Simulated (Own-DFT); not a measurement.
GaN (wurtzite, strained, atoms displaced) (calculated)

Computed with Own-DFT development build. A calculation, not a measurement: plane-wave PBE density functional theory by an unreviewed code, no spin, of a simulated periodic cell, stress positive in tension, free energy of the whole cell less one offset for each atom, forces on such cells passed a denser k mesh, this cell's mesh not checked; offsets are fitted by least squares, one for each functional and potential file, so energies compare only between cells with the same atoms and settings and are not formation energies; the far tail of each file's local potential was reset to the Coulomb form; each entry is a single point on an unrelaxed cell, so the pressure reflects the starting lattice, mostly measured values (interpolated for alloys), from which strain is counted, and rises with the displacements; printed positions are rounded, which can move forces by about a meV/angstrom; the program, named Own-DFT, is a retired in-house code; no spin-orbit coupling.

Settings shared by all entries: functional PBE; potential files PseudoDojo norm-conserving, scalar-relativistic, standard set with the stringent files for Ga; wave cutoff 96 hartree; occupations Gaussian; smearing width 0.01 eV; k mesh 3 x 4 x 3 centred on Gamma.

```json
{"entry": 1, "formula": "GaN", "kind": "wurtzite, strained, atoms displaced", "structure": {"cell_angstrom": [[12.756, 0.0, 0.0], [-4.7835, 8.2853, 0.0], [0.0, 0.0, 10.5515]], "atoms_fractional": [["Ga", 0.0809, 0.21694, 0.00258], ["Ga", 0.16496, 0.10326, 0.25376], ["N", 0.07963, 0.21994, 0.18775], ["N", 0.16452, 0.10677, 0.44367], ["Ga", 0.08333, 0.22609, 0.5073], ["Ga", 0.17187, 0.11846, 0.75156], ["N", 0.0804, 0.22238, 0.68578], ["N", 0.17579, 0.11794, 0.93966], ["Ga", 0.07678, 0.54793, 0.00647], ["Ga", 0.16977, 0.44974, 0.24022], ["N", 0.08282, 0.55586, 0.19143], ["N", 0.15949, 0.44818, 0.43528], ["Ga", 0.08794, 0.55901, 0.50642], ["Ga", 0.17127, 0.44567, 0.74696], ["N", 0.08243, 0.5469, 0.69078], ["N", 0.16003, 0.43781, 0.93411], ["Ga", 0.08142, 0.88271, 0.99963], ["Ga", 0.15793, 0.77711, 0.25288], ["N", 0.09052, 0.89947, 0.18556], ["N", 0.1614, 0.77525, 0.42317], ["Ga", 0.07867, 0.88449, 0.50578], ["Ga", 0.16357, 0.76822, 0.74814], ["N", 0.08752, 0.89333, 0.68854], ["N", 0.16873, 0.7798, 0.93366], ["Ga", 0.33224, 0.22871, 0.99562], ["Ga", 0.42355, 0.12056, 0.24357], ["N", 0.33375, 0.22286, 0.19186], ["N", 0.41461, 0.10406, 0.43364], ["Ga", 0.33574, 0.22949, 0.4972], ["Ga", 0.41406, 0.11861, 0.74876], ["N", 0.3377, 0.21487, 0.68889], ["N", 0.41925, 0.10074, 0.94335], ["Ga", 0.33355, 0.55328, 0.00122], ["Ga", 0.41739, 0.45216, 0.24969], ["N", 0.33075, 0.54394, 0.19098], ["N", 0.41607, 0.44619, 0.44577], ["Ga", 0.3329, 0.55659, 0.49366], ["Ga", 0.41243, 0.43506, 0.74808], ["N", 0.33664, 0.55799, 0.68735], ["N", 0.42098, 0.44872, 0.93515], ["Ga", 0.33186, 0.89232, 0.99878], ["Ga", 0.41673, 0.77916, 0.24952], ["N", 0.32162, 0.87086, 0.18738], ["N", 0.41694, 0.77417, 0.43773], ["Ga", 0.33532, 0.89607, 0.50567], ["Ga", 0.41833, 0.77765, 0.74772], ["N", 0.33539, 0.88866, 0.69588], ["N", 0.41428, 0.7626, 0.94381], ["Ga", 0.58603, 0.22344, 0.9976], ["Ga", 0.66925, 0.11775, 0.25203], ["N", 0.57446, 0.22155, 0.19302], ["N", 0.66257, 0.10114, 0.44135], ["Ga", 0.5824, 0.21904, 0.50716], ["Ga", 0.6604, 0.11377, 0.74733], ["N", 0.58997, 0.22391, 0.69187], ["N", 0.66894, 0.11462, 0.93484], ["Ga", 0.58204, 0.55262, 0.99714], ["Ga", 0.6716, 0.44569, 0.25483], ["N", 0.58461, 0.54982, 0.19018], ["N", 0.66389, 0.44602, 0.43563], ["Ga", 0.58108, 0.55801, 0.50824], ["Ga", 0.66327, 0.44981, 0.75169], ["N", 0.59263, 0.57212, 0.6934], ["N", 0.67322, 0.44941, 0.94056], ["Ga", 0.58161, 0.88466, 0.99566], ["Ga", 0.66777, 0.78, 0.25231], ["N", 0.57484, 0.89353, 0.18351], ["N", 0.66195, 0.76873, 0.42793], ["Ga", 0.58183, 0.89217, 0.49639], ["Ga", 0.66222, 0.76317, 0.75616], ["N", 0.58147, 0.88239, 0.68587], ["N", 0.67134, 0.77967, 0.93888], ["Ga", 0.83593, 0.2293, 0.00737], ["Ga", 0.9267, 0.11658, 0.2489], ["N", 0.8304, 0.22366, 0.19467], ["N", 0.91922, 0.11721, 0.43944], ["Ga", 0.83325, 0.23112, 0.50087], ["Ga", 0.91701, 0.10848, 0.74872], ["N", 0.83575, 0.22721, 0.68776], ["N", 0.91789, 0.11256, 0.94015], ["Ga", 0.83053, 0.55101, 0.01206], ["Ga", 0.92712, 0.44663, 0.25167], ["N", 0.83373, 0.55789, 0.18145], ["N", 0.91892, 0.44435, 0.44397], ["Ga", 0.8336, 0.5474, 0.49846], ["Ga", 0.91316, 0.44472, 0.75091], ["N", 0.83106, 0.54999, 0.68701], ["N", 0.91122, 0.43793, 0.9432], ["Ga", 0.83795, 0.89898, 0.00928], ["Ga", 0.92615, 0.78627, 0.25223], ["N", 0.8249, 0.87588, 0.19878], ["N", 0.9166, 0.77545, 0.44028], ["Ga", 0.8334, 0.88509, 0.49953], ["Ga", 0.91475, 0.77674, 0.75409], ["N", 0.83897, 0.89701, 0.68192], ["N", 0.92338, 0.77763, 0.92833]]}, "results": {"free_energy_of_cell_above_offsets [eV]": "-4.498", "pressure [GPa]": 3.86, "stress_xx [GPa]": -5.45, "stress_yy [GPa]": -5.67, "stress_zz [GPa]": -0.44, "stress_yz [GPa]": 0.55, "stress_xz [GPa]": -0.08, "stress_xy [GPa]": -0.62, "force_element": ["Ga", "Ga", "N", "N", "Ga", "Ga", "N", "N", "Ga", "Ga", "N", "N", "Ga", "Ga", "N", "N", "Ga", "Ga", "N", "N", "Ga", "Ga", "N", "N", "Ga", "Ga", "N", "N", "Ga", "Ga", "N", "N", "Ga", "Ga", "N", "N", "Ga", "Ga", "N", "N", "Ga", "Ga", "N", "N", "Ga", "Ga", "N", "N", "Ga", "Ga", "N", "N", "Ga", "Ga", "N", "N", "Ga", "Ga", "N", "N", "Ga", "Ga", "N", "N", "Ga", "Ga", "N", "N", "Ga", "Ga", "N", "N", "Ga", "Ga", "N", "N", "Ga", "Ga", "N", "N", "Ga", "Ga", "N", "N", "Ga", "Ga", "N", "N", "Ga", "Ga", "N", "N", "Ga", "Ga", "N", "N"], "force_x [eV/angstrom]": [0.532, 0.305, 1.841, -0.095, -0.045, -0.733, 1.334, -1.814, 0.558, -0.491, 0.495, 1.989, -0.888, -0.33, -0.518, 0.713, 0.708, 1.766, -1.13, 0.257, 0.763, -0.132, -0.084, -0.39, 2.04, -2.771, -0.628, -0.085, 0.202, 3.444, -2.579, -1.035, -0.725, 1.921, -0.511, 0.258, -0.907, 0.006, 0.083, -0.368, 0.705, -0.927, 0.226, -0.81, -0.167, 0.21, -0.567, -0.647, -0.1, -1.174, 3.979, -0.044, -0.241, 3.239, -3.217, 0.213, 0.846, -0.872, -0.761, 0.529, 0.608, 1.761, -0.808, -1.192, -0.107, -1.844, 1.999, -0.032, 0.946, -0.039, 0.352, 0.054, -0.283, -2.56, 1.212, -0.22, 0.766, -0.989, -0.345, -0.292, 0.542, -2.202, 1.046, 0.085, -1.07, 0.528, -0.521, 0.205, 0.132, -0.99, 2.018, 0.053, -0.817, 0.296, -0.41, -1.259], "force_y [eV/angstrom]": [0.545, 2.391, 0.766, 0.693, -0.191, -1.024, 0.272, -1.168, 0.927, -0.952, 0.314, -0.597, 0.416, -0.369, 0.779, 0.403, 0.869, 0.222, -1.711, 0.255, 0.276, 0.891, -0.49, -1.036, -0.287, -2.887, 0.315, 1.486, -1.746, -2.39, 2.084, 2.592, -1.011, -1.474, 1.687, 0.138, -0.179, 1.536, -0.889, -0.727, -2.189, -0.319, 1.555, 0.656, -1.425, -0.189, 0.266, 1.99, -0.145, -1.061, 1.672, 2.451, 0.217, -1.522, 1.223, -0.51, 0.662, -0.022, 0.727, -0.56, 0.264, -0.429, -5.178, -0.641, 0.66, -1.137, 0.12, 0.928, -1.965, 5.784, 0.726, -0.175, -1.661, -1.398, 0.164, -0.628, -1.837, 0.611, -0.769, -0.017, 0.914, -0.626, 0.224, 0.665, 0.835, -0.463, 0.869, 1.377, -1.444, -1.054, 2.377, -0.406, 0.679, 0.218, -1.64, -0.154], "force_z [eV/angstrom]": [-0.576, 0.643, -0.528, -0.399, -1.602, -0.06, 1.133, -0.674, -1.299, 1.74, -1.074, -0.332, -0.615, 0.688, -0.281, 0.879, -0.67, -1.734, -0.709, 4.266, -0.333, 0.514, 0.359, 0.603, 1.692, 1.249, -0.569, 0.69, -0.266, 1.833, -1.29, -1.35, 0.06, 0.682, -0.986, -0.824, 0.771, 0.141, -0.49, -0.395, 0.973, 0.096, -0.258, -0.156, -0.754, 1.023, -1.049, -1.336, 0.686, 0.138, -1.573, -0.64, -1.237, 0.915, -0.775, 0.442, 1.342, -0.608, -0.643, 1.423, -1.16, 0.381, -1.813, -0.67, 0.378, -0.955, 0.234, 2.39, 0.808, 0.719, 0.219, 0.411, -0.483, 1.668, -0.547, -0.328, 0.398, 0.336, 0.164, -0.054, -3.044, 0.917, 3.388, -1.325, 0.411, 0.631, -0.042, -0.607, -0.58, 0.227, -1.582, -0.564, -0.577, -1.876, 0.898, 2.73]}}
{"entry": 2, "formula": "GaN", "kind": "wurtzite, strained, atoms displaced", "structure": {"cell_angstrom": [[12.756, 0.0, 0.0], [-4.7835, 8.2853, 0.0], [0.0, 0.0, 10.5515]], "atoms_fractional": [["Ga", 0.08489, 0.21411, 0.99222], ["Ga", 0.16339, 0.10336, 0.24744], ["N", 0.08312, 0.21672, 0.19089], ["N", 0.16406, 0.11205, 0.4382], ["Ga", 0.07447, 0.21495, 0.49343], ["Ga", 0.16612, 0.1098, 0.74758], ["N", 0.09007, 0.2386, 0.68759], ["N", 0.16255, 0.11075, 0.93696], ["Ga", 0.08612, 0.5558, 0.99962], ["Ga", 0.16365, 0.44452, 0.24771], ["N", 0.07859, 0.54933, 0.18644], ["N", 0.16489, 0.44773, 0.43654], ["Ga", 0.08681, 0.56399, 0.49871], ["Ga", 0.16995, 0.44744, 0.74729], ["N", 0.08033, 0.5569, 0.69375], ["N", 0.15655, 0.42313, 0.93597], ["Ga", 0.08759, 0.89286, 0.0059], ["Ga", 0.16526, 0.7754, 0.24807], ["N", 0.08657, 0.89209, 0.1843], ["N", 0.17141, 0.78037, 0.4449], ["Ga", 0.08021, 0.89253, 0.50118], ["Ga", 0.16098, 0.76883, 0.7507], ["N", 0.08041, 0.89042, 0.69249], ["N", 0.15658, 0.77994, 0.95534], ["Ga", 0.32691, 0.21507, 0.99771], ["Ga", 0.41479, 0.11426, 0.24708], ["N", 0.33042, 0.22155, 0.18967], ["N", 0.41876, 0.11411, 0.43285], ["Ga", 0.32684, 0.21875, 0.50397], ["Ga", 0.42081, 0.11798, 0.75337], ["N", 0.33028, 0.22785, 0.68603], ["N", 0.4137, 0.11443, 0.93837], ["Ga", 0.32983, 0.54626, 0.00146], ["Ga", 0.42378, 0.45021, 0.25196], ["N", 0.33693, 0.54796, 0.19949], ["N", 0.41783, 0.4333, 0.43437], ["Ga", 0.3359, 0.55408, 0.50149], ["Ga", 0.41669, 0.4505, 0.75098], ["N", 0.33802, 0.55681, 0.69803], ["N", 0.41404, 0.44356, 0.9359], ["Ga", 0.33279, 0.88662, 0.00702], ["Ga", 0.41176, 0.77589, 0.25208], ["N", 0.32869, 0.89253, 0.19348], ["N", 0.41727, 0.76678, 0.43353], ["Ga", 0.32809, 0.89429, 0.49919], ["Ga", 0.4167, 0.77251, 0.74783], ["N", 0.32686, 0.88236, 0.69413], ["N", 0.41724, 0.77531, 0.94052], ["Ga", 0.59489, 0.22902, 0.99683], ["Ga", 0.6635, 0.11424, 0.24628], ["N", 0.58046, 0.21637, 0.18798], ["N", 0.66142, 0.10665, 0.44439], ["Ga", 0.5863, 0.21781, 0.498], ["Ga", 0.66444, 0.10169, 0.75111], ["N", 0.58015, 0.22597, 0.68137], ["N", 0.66359, 0.10248, 0.94756], ["Ga", 0.58185, 0.55276, 0.99889], ["Ga", 0.66627, 0.44346, 0.25318], ["N", 0.58665, 0.55764, 0.18713], ["N", 0.66952, 0.44276, 0.43324], ["Ga", 0.58143, 0.54709, 0.49277], ["Ga", 0.65973, 0.45192, 0.75099], ["N", 0.58628, 0.55964, 0.67253], ["N", 0.66767, 0.44558, 0.93441], ["Ga", 0.58841, 0.89582, 0.01075], ["Ga", 0.66166, 0.76682, 0.24938], ["N", 0.58213, 0.88268, 0.19665], ["N", 0.66062, 0.78096, 0.44431], ["Ga", 0.57909, 0.8875, 0.50019], ["Ga", 0.6692, 0.78831, 0.74337], ["N", 0.58115, 0.89294, 0.68472], ["N", 0.66378, 0.77242, 0.94025], ["Ga", 0.84025, 0.22913, 0.00352], ["Ga", 0.91369, 0.10469, 0.24989], ["N", 0.84086, 0.23822, 0.18029], ["N", 0.91886, 0.11351, 0.43527], ["Ga", 0.83588, 0.22522, 0.50399], ["Ga", 0.91635, 0.1152, 0.7532], ["N", 0.83135, 0.21962, 0.69409], ["N", 0.9177, 0.1095, 0.94043], ["Ga", 0.83579, 0.55475, 0.99886], ["Ga", 0.91745, 0.44228, 0.24559], ["N", 0.83981, 0.55532, 0.19134], ["N", 0.92032, 0.44024, 0.43563], ["Ga", 0.83315, 0.56084, 0.49161], ["Ga", 0.91341, 0.436, 0.75902], ["N", 0.8251, 0.56414, 0.69219], ["N", 0.91828, 0.44093, 0.94709], ["Ga", 0.84322, 0.90091, 0.99759], ["Ga", 0.91986, 0.78035, 0.25041], ["N", 0.84183, 0.89672, 0.19186], ["N", 0.91787, 0.7857, 0.43707], ["Ga", 0.83338, 0.89667, 0.50186], ["Ga", 0.91589, 0.77536, 0.7409], ["N", 0.83762, 0.90237, 0.68538], ["N", 0.92126, 0.78624, 0.94233]]}, "results": {"free_energy_of_cell_above_offsets [eV]": "-5.411", "pressure [GPa]": 3.86, "stress_xx [GPa]": -4.9, "stress_yy [GPa]": -7.42, "stress_zz [GPa]": 0.75, "stress_yz [GPa]": -0.34, "stress_xz [GPa]": -0.01, "stress_xy [GPa]": 0.61, "force_element": ["Ga", "Ga", "N", "N", "Ga", "Ga", "N", "N", "Ga", "Ga", "N", "N", "Ga", "Ga", "N", "N", "Ga", "Ga", "N", "N", "Ga", "Ga", "N", "N", "Ga", "Ga", "N", "N", "Ga", "Ga", "N", "N", "Ga", "Ga", "N", "N", "Ga", "Ga", "N", "N", "Ga", "Ga", "N", "N", "Ga", "Ga", "N", "N", "Ga", "Ga", "N", "N", "Ga", "Ga", "N", "N", "Ga", "Ga", "N", "N", "Ga", "Ga", "N", "N", "Ga", "Ga", "N", "N", "Ga", "Ga", "N", "N", "Ga", "Ga", "N", "N", "Ga", "Ga", "N", "N", "Ga", "Ga", "N", "N", "Ga", "Ga", "N", "N", "Ga", "Ga", "N", "N", "Ga", "Ga", "N", "N"], "force_x [eV/angstrom]": [-1.469, 0.074, -0.507, 0.09, 1.59, -0.583, -0.454, 1.714, 0.194, 0.918, 1.022, 0.616, 0.033, -0.475, 0.063, 0.204, -2.299, -0.43, -0.145, -2.249, 0.854, -0.298, 0.753, 3.481, 0.243, -0.123, 0.256, -0.355, 0.91, -0.855, 0.823, 1.296, -0.375, -0.257, -1.823, -0.841, -0.26, 1.601, -1.223, 0.722, -0.146, 0.375, 1.219, -1.293, 2.359, -0.803, 0.548, -0.382, -1.912, 1.547, -0.343, 1.807, -1.626, -1.089, 0.995, 0.891, -0.161, 0.768, 0.364, -0.24, -0.026, 0.909, -1.22, 0.124, -0.174, 0.732, -0.38, 1.879, -0.326, 0.288, 0.165, 0.357, -0.165, -0.044, -0.372, -1.834, -0.462, 1.267, -0.38, -0.666, -0.389, 0.011, -1.616, -0.965, 0.808, -0.756, 1.652, -0.469, -0.878, -0.011, -1.222, -0.108, -0.526, -0.725, 0.098, 0.115], "force_y [eV/angstrom]": [0.006, 1.455, 0.427, -0.459, 2.122, 0.68, -2.585, -0.923, -0.361, -0.78, 1.207, -0.344, -1.266, 0.554, -1.058, 3.255, 0.566, -0.311, -1.008, -0.006, -0.072, 1.629, -0.221, -1.334, 0.982, 0.086, 0.416, -0.23, 0.032, -0.892, -0.373, -0.435, 0.624, -1.676, 1.037, 0.73, -0.795, -0.797, 0.091, -0.476, 0.227, -0.217, -0.634, 1.121, 0.298, 1.363, 0.773, -0.022, -0.714, -0.608, 1.198, 0.481, 0.708, 1.499, -0.073, 1.733, 0.178, -0.129, -1.125, -0.116, 0.844, -0.7, 0.437, 0.104, -2.457, 2.159, 0.878, -0.835, -0.069, -1.121, -0.779, 1.157, -1.615, 2.027, -3.174, -0.571, -0.409, 0.48, 0.254, 1.269, 1.243, 0.728, 0.398, 0.916, -0.449, 1.267, -1.917, 0.87, -2.41, -0.115, -1.994, -0.513, -0.765, 1.291, -0.793, -1.072], "force_z [eV/angstrom]": [2.219, 0.783, -0.738, -0.208, 1.127, 0.309, -0.735, -0.796, 0.288, 0.516, -0.038, 0.448, 0.628, 0.685, -0.618, -0.074, -0.588, 0.53, 1.436, -1.509, 0.345, 1.145, -0.96, -2.367, 0.679, 0.442, -0.726, 0.728, -0.717, -0.421, 0.608, 0.222, 0.469, 0.042, -1.853, 0.579, -0.308, -0.086, -1.968, 0.29, -0.927, -0.171, -0.481, 1.072, 0.82, 1.131, -0.613, 0.298, 0.551, 0.973, -0.683, -1.34, 0.304, 0.501, 1.212, -1.637, 0.01, -1.039, -0.405, 0.346, 0.131, -0.683, 1.994, 0.504, -0.248, 1.027, -0.609, -1.097, -0.275, 0.688, 0.233, -0.586, -0.497, -0.112, 1.454, -0.027, -0.278, 0.065, -0.511, -0.841, 0.367, 1.386, -0.524, 0.31, 1.089, -0.534, -1.139, -1.531, 0.881, -0.363, -0.866, 0.044, -0.524, 1.91, 0.239, -0.807]}}
{"entry": 3, "formula": "GaN", "kind": "wurtzite, strained, atoms displaced", "structure": {"cell_angstrom": [[12.756, 0.0, 0.0], [-4.7835, 8.2853, 0.0], [0.0, 0.0, 10.5515]], "atoms_fractional": [["Ga", 0.08103, 0.22484, 0.00589], ["Ga", 0.16724, 0.11511, 0.25076], ["N", 0.0786, 0.22115, 0.1903], ["N", 0.16879, 0.1202, 0.44068], ["Ga", 0.08889, 0.23273, 0.48674], ["Ga", 0.17019, 0.11516, 0.7547], ["N", 0.08156, 0.22833, 0.68588], ["N", 0.16953, 0.10808, 0.93785], ["Ga", 0.08282, 0.5516, 0.00425], ["Ga", 0.16917, 0.44603, 0.2536], ["N", 0.08665, 0.55852, 0.1829], ["N", 0.17105, 0.4494, 0.42579], ["Ga", 0.07625, 0.55072, 0.49623], ["Ga", 0.17053, 0.44572, 0.74923], ["N", 0.07779, 0.55142, 0.69135], ["N", 0.16897, 0.44871, 0.94105], ["Ga", 0.08214, 0.88668, 0.00408], ["Ga", 0.16893, 0.78002, 0.24969], ["N", 0.07983, 0.89029, 0.19015], ["N", 0.17692, 0.78567, 0.44814], ["Ga", 0.08518, 0.89077, 0.49409], ["Ga", 0.16451, 0.77722, 0.75001], ["N", 0.07654, 0.89738, 0.68823], ["N", 0.17333, 0.79094, 0.93158], ["Ga", 0.33808, 0.2277, 0.99767], ["Ga", 0.41062, 0.11553, 0.24583], ["N", 0.33282, 0.22802, 0.19688], ["N", 0.41355, 0.11042, 0.43908], ["Ga", 0.33093, 0.22006, 0.50024], ["Ga", 0.41674, 0.10607, 0.74893], ["N", 0.33628, 0.22439, 0.69204], ["N", 0.42229, 0.10991, 0.93888], ["Ga", 0.33935, 0.5563, 0.00109], ["Ga", 0.41372, 0.44994, 0.25029], ["N", 0.33693, 0.56527, 0.18941], ["N", 0.41956, 0.44233, 0.43679], ["Ga", 0.34493, 0.56271, 0.49588], ["Ga", 0.41275, 0.44278, 0.75263], ["N", 0.33997, 0.56372, 0.69329], ["N", 0.42079, 0.45344, 0.94252], ["Ga", 0.33408, 0.88904, 0.00487], ["Ga", 0.41277, 0.77805, 0.24434], ["N", 0.32792, 0.87022, 0.18883], ["N", 0.41674, 0.77411, 0.43829], ["Ga", 0.32925, 0.89355, 0.50544], ["Ga", 0.41294, 0.7759, 0.74273], ["N", 0.33439, 0.89233, 0.68578], ["N", 0.41288, 0.76882, 0.94392], ["Ga", 0.5783, 0.21775, 0.99739], ["Ga", 0.66617, 0.11326, 0.25813], ["N", 0.58263, 0.22227, 0.19478], ["N", 0.66698, 0.10445, 0.43404], ["Ga", 0.58486, 0.2141, 0.50385], ["Ga", 0.66845, 0.11086, 0.7484], ["N", 0.58111, 0.22431, 0.695], ["N", 0.66182, 0.11153, 0.93466], ["Ga", 0.58279, 0.56035, 0.99834], ["Ga", 0.67346, 0.4428, 0.24574], ["N", 0.58251, 0.55403, 0.19117], ["N", 0.67703, 0.44826, 0.43546], ["Ga", 0.5901, 0.56186, 0.50065], ["Ga", 0.66693, 0.45228, 0.75494], ["N", 0.58109, 0.56255, 0.68935], ["N", 0.65927, 0.43623, 0.94156], ["Ga", 0.58773, 0.8973, 0.99668], ["Ga", 0.66343, 0.7766, 0.24973], ["N", 0.57906, 0.8874, 0.19054], ["N", 0.67161, 0.7782, 0.44258], ["Ga", 0.58733, 0.8963, 0.50275], ["Ga", 0.66748, 0.78013, 0.75345], ["N", 0.58578, 0.88796, 0.69293], ["N", 0.65967, 0.76962, 0.93688], ["Ga", 0.83938, 0.22359, 0.00374], ["Ga", 0.91138, 0.10616, 0.25403], ["N", 0.82346, 0.21512, 0.18217], ["N", 0.91549, 0.10416, 0.43891], ["Ga", 0.83003, 0.21938, 0.50212], ["Ga", 0.91973, 0.11179, 0.74663], ["N", 0.82537, 0.20876, 0.69303], ["N", 0.91591, 0.10982, 0.92996], ["Ga", 0.83442, 0.55532, 0.0015], ["Ga", 0.91702, 0.44682, 0.25044], ["N", 0.8349, 0.55853, 0.19632], ["N", 0.90855, 0.44715, 0.43838], ["Ga", 0.82951, 0.55385, 0.50529], ["Ga", 0.91587, 0.44388, 0.75216], ["N", 0.8344, 0.55735, 0.68568], ["N", 0.91187, 0.43523, 0.93604], ["Ga", 0.8322, 0.87277, 0.99925], ["Ga", 0.92203, 0.78309, 0.2368], ["N", 0.83133, 0.88633, 0.18207], ["N", 0.91849, 0.76347, 0.43596], ["Ga", 0.83652, 0.88623, 0.50716], ["Ga", 0.9151, 0.7791, 0.75256], ["N", 0.83543, 0.88919, 0.69024], ["N", 0.91447, 0.78048, 0.94294]]}, "results": {"free_energy_of_cell_above_offsets [eV]": "-5.786", "pressure [GPa]": 3.62, "stress_xx [GPa]": -5.44, "stress_yy [GPa]": -5.69, "stress_zz [GPa]": 0.28, "stress_yz [GPa]": 0.29, "stress_xz [GPa]": 0.17, "stress_xy [GPa]": -0.52, "force_element": ["Ga", "Ga", "N", "N", "Ga", "Ga", "N", "N", "Ga", "Ga", "N", "N", "Ga", "Ga", "N", "N", "Ga", "Ga", "N", "N", "Ga", "Ga", "N", "N", "Ga", "Ga", "N", "N", "Ga", "Ga", "N", "N", "Ga", "Ga", "N", "N", "Ga", "Ga", "N", "N", "Ga", "Ga", "N", "N", "Ga", "Ga", "N", "N", "Ga", "Ga", "N", "N", "Ga", "Ga", "N", "N", "Ga", "Ga", "N", "N", "Ga", "Ga", "N", "N", "Ga", "Ga", "N", "N", "Ga", "Ga", "N", "N", "Ga", "Ga", "N", "N", "Ga", "Ga", "N", "N", "Ga", "Ga", "N", "N", "Ga", "Ga", "N", "N", "Ga", "Ga", "N", "N", "Ga", "Ga", "N", "N"], "force_x [eV/angstrom]": [0.435, -0.416, 0.264, 0.279, -0.881, -0.842, 1.254, -0.659, -0.088, -0.08, -0.725, -0.44, 0.639, -0.664, 0.875, 0.322, 0.567, -0.579, 2.271, -2.647, -0.734, -0.605, 1.693, -0.656, -0.114, 1.783, -0.505, 0.655, 0.691, -0.326, -0.296, -2.108, -1.572, 1.137, -0.24, 0.008, -0.695, 0.899, -0.792, 0.123, 0.481, 2.022, -1.886, -0.185, 2.819, 0.746, -0.372, 0.042, 1.551, -0.593, -0.426, -0.225, -1.145, -1.524, 0.888, 1.214, 0.747, -1.961, 0.204, -2.077, 0.029, -0.089, 0.68, 0.68, -0.624, 0.222, 0.584, -0.525, 0.104, 0.123, -0.988, 0.922, -1.124, -0.279, 1.317, -0.257, 0.735, -0.228, 1.108, 0.404, -0.43, 0.25, 0.881, 2.038, 0.466, -0.413, -0.286, 0.182, -3.212, -2.014, -0.039, -0.644, 0.583, 0.411, -0.557, 2.443], "force_y [eV/angstrom]": [-0.421, -0.066, 0.164, -1.186, -0.617, -0.099, 0.076, 0.75, 0.872, 0.278, -0.344, 0.524, 0.597, 0.144, 0.508, -0.557, 0.592, -0.436, 0.853, -1.944, -0.106, 0.425, -0.514, -1.425, -0.457, -0.791, -0.281, 0.171, 0.849, 0.752, -0.298, -0.505, 0.041, 0.331, -1.961, 0.241, -0.846, 0.562, -1.726, -1.793, -0.485, 0.149, 3.132, 1.726, 0.33, 1.299, -0.709, 1.86, 0.463, -0.947, -0.568, 1.032, 1.323, -0.426, 0.118, 0.406, -0.962, 0.195, -0.072, -1.508, -1.209, -0.537, -0.773, 1.576, -0.969, -0.067, 0.64, 0.762, -2.114, -0.051, 0.325, 1.701, -1.396, -0.065, 0.992, 0.919, 0.217, 0.0, 1.98, -0.485, -0.914, -0.552, 0.111, -1.258, 0.614, -0.816, -0.213, 1.588, 2.556, -1.037, 0.15, 2.217, -0.547, -0.158, -0.186, -1.718], "force_z [eV/angstrom]": [-1.12, 0.223, 0.164, -0.958, 1.818, -0.722, -0.709, 0.95, -1.55, -2.351, 1.464, 2.661, 0.652, 0.405, -0.878, -0.259, -0.832, 0.851, -0.498, -2.024, 1.031, -0.565, -0.285, 1.241, 0.376, 1.133, -1.786, -0.289, 0.52, 0.672, -0.374, -0.12, 0.64, 0.407, -0.499, 0.362, 0.702, 0.052, -1.438, -0.882, -0.818, 1.866, -0.63, -0.089, -0.438, 1.759, 0.61, -1.186, 1.261, -1.972, -0.98, 1.416, -0.231, 1.13, -1.105, 0.301, 1.391, 1.089, -0.521, 0.218, -0.081, -0.438, -0.034, -0.136, 0.673, 0.374, -0.426, -0.623, 0.167, -0.287, -0.866, 0.065, -1.151, -0.61, 1.499, -0.028, 0.278, 0.308, -1.468, 1.355, 0.175, -0.033, -2.174, -0.285, -0.185, -0.285, 1.474, 0.549, 0.264, 2.579, 0.616, -0.513, -0.91, -0.171, 0.181, -1.108]}}
```
